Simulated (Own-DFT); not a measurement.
# Strain and stress in wurtzite AlN, 72 atoms (Al36N36)

These are calculations, not measurements. They come from Own-DFT, an in-house plane-wave density functional program, since retired, whose code no person has reviewed. Each row is one single-point run on a periodic cell that was not relaxed, without spin or spin-orbit coupling.

Settings of every run: PBE; PseudoDojo norm-conserving scalar-relativistic files; cutoff 42 hartree; 4 x 4 x 3 k mesh centred on Gamma; Gaussian smearing of 0.01 eV.

Known limits: k mesh not checked against a denser one; stress not checked against mesh or cutoff.

Unstrained cell vectors in Å: (9.336, 0.000, 0.000); (-4.668, 8.085, 0.000); (0.000, 0.000, 9.964). The unstrained cell has measured lattice constants (interpolated for alloys), not those of this functional. That, the random moves and any unrelaxed bonds set the pressure at no strain. Each run strains this cell uniformly, with the atoms carried along. Every atom was also moved at random, by a Gaussian of width 0.05 Å on each axis. Strain is the symmetric tensor, in per cent. Stress is positive in tension, and the pressure is minus a third of its trace.

| run | e_xx (%) | e_yy (%) | e_zz (%) | e_yz (%) | e_xz (%) | e_xy (%) | s_xx (GPa) | s_yy (GPa) | s_zz (GPa) | s_yz (GPa) | s_xz (GPa) | s_xy (GPa) | P (GPa) | E (meV/atom) |
|---|---|---|---|---|---|---|---|---|---|---|---|---|---|---|
| 1 | -1.61 | -1.95 | 0.12 | 0.90 | 0.08 | 0.55 | -16.49 | -15.51 | -9.12 | 4.22 | -0.33 | 1.34 | 13.71 | 27.1 |
| 2 | -0.21 | -0.63 | -0.14 | 0.05 | -0.66 | 1.66 | -8.39 | -9.07 | -6.65 | 1.06 | -1.04 | 6.32 | 8.04 | 12.6 |
| 3 | -0.32 | -1.56 | 1.62 | -1.46 | -1.61 | 1.27 | -7.66 | -14.14 | 1.53 | -4.36 | -4.30 | 5.06 | 6.76 | 7.2 |
| 4 | -1.27 | -1.02 | -1.59 | -0.94 | -1.79 | -0.47 | -14.69 | -13.12 | -16.43 | -2.79 | -5.08 | -2.10 | 14.75 | 37.1 |
| 5 | 0.43 | -1.90 | -0.59 | -0.28 | 0.46 | -0.61 | -7.65 | -14.18 | -8.37 | -1.10 | 1.01 | -3.85 | 10.07 | 0.0 |
| 6 | -0.51 | 0.53 | -0.47 | 1.23 | -0.71 | 1.53 | -9.55 | -3.35 | -8.55 | 2.60 | -1.50 | 5.42 | 7.15 | 23.8 |
| 7 | -0.16 | -0.99 | -0.19 | 0.53 | 1.02 | -1.06 | -6.02 | -14.23 | -5.19 | 1.57 | 2.07 | -3.82 | 8.48 | 0.6 |
| 8 | -0.22 | -1.58 | 1.03 | 0.86 | 0.82 | 0.12 | -7.97 | -13.91 | -0.63 | 3.19 | 1.56 | -0.18 | 7.50 | 2.7 |
| 9 | 0.71 | -0.01 | -1.97 | -0.88 | 0.61 | -1.64 | -5.06 | -5.23 | -15.72 | -2.21 | 0.71 | -4.22 | 8.67 | 18.9 |
| 10 | 1.50 | -0.66 | 0.92 | -1.42 | -0.28 | 1.79 | 1.45 | -9.45 | -0.55 | -4.45 | -0.87 | 5.98 | 2.85 | 11.6 |
| 11 | 0.48 | -1.67 | -1.24 | -1.68 | 0.47 | 0.68 | -6.42 | -16.50 | -11.54 | -4.16 | 1.19 | 3.62 | 11.48 | 31.2 |
| 12 | 1.53 | -0.47 | -1.62 | 1.78 | -0.33 | 1.69 | -0.64 | -7.45 | -15.18 | 6.27 | -1.75 | 7.08 | 7.76 | 27.5 |
| 13 | 1.12 | 1.05 | 0.27 | -0.82 | -1.54 | -0.34 | -0.28 | 0.00 | -2.34 | -1.84 | -3.36 | -2.38 | 0.87 | 6.0 |
| 14 | 1.19 | -1.11 | 1.69 | -0.16 | -1.05 | 0.86 | -0.63 | -7.20 | 0.27 | -0.85 | -2.12 | 3.52 | 2.52 | 8.8 |
| 15 | -1.13 | 1.42 | 1.32 | -0.69 | 0.37 | -0.59 | -11.05 | 0.51 | 0.65 | -1.58 | 0.75 | -2.07 | 3.30 | 19.3 |
| 16 | -0.77 | 1.84 | -1.71 | 0.06 | -0.44 | -1.70 | -8.39 | -0.09 | -13.29 | -0.17 | -2.49 | -6.10 | 7.26 | 16.8 |
| 17 | -0.93 | -0.58 | 0.92 | 0.10 | -1.69 | -1.07 | -11.94 | -8.54 | -1.51 | -0.09 | -4.65 | -4.17 | 7.33 | 8.4 |
| 18 | 0.51 | 0.72 | 0.89 | 0.65 | 1.65 | 1.20 | ? | ? | ? | ? | ? | ? | ? | ? |

E is the free energy for each atom above the lowest run shown.

## Worked fit

Each stress component was fitted by least squares to a constant and the strains of the runs shown, as fractions, with shears doubled. Shear strains stay in the fit of a normal stress only where such slopes are resolved. The slopes, in GPa:

```
stress,at no strain,per e_xx,per e_yy,per e_zz,scatter
s_xx,-6.6,494 ± 25,86 ± 22,62 ± 21,1.00
s_yy,-6.2,85 ± 40,482 ± 34,59 ± 33,1.57
s_zz,-5.8,57 ± 36,58 ± 31,502 ± 29,1.41
```

Each shear stress against twice its own strain: yz 147 ± 10, xz 123 ± 8, xy 190 ± 12 GPa. These are stiffnesses along x, y and z of the frame in which the cell vectors are given, which need not be the crystal's axes. The atoms are held to the strained lattice; where symmetry lets them move under strain, relaxing them would lower some slopes. The table should be nearly symmetric about its diagonal, and what it lacks of that shows the noise. A ninth of its sum, 209 ± 5 GPa, estimates the bulk modulus near the mean pressure of these runs, 7.6 GPa, so it lies above the value at zero pressure.

## Withheld run

Question: what normal stresses and pressure should run 18 give?

The fit gives s_xx = -2.9, s_yy = -1.8, s_zz = -0.7 and P = 1.8 GPa. The calculation gave -2.39, -1.70, -0.83 and P = 1.64 GPa.
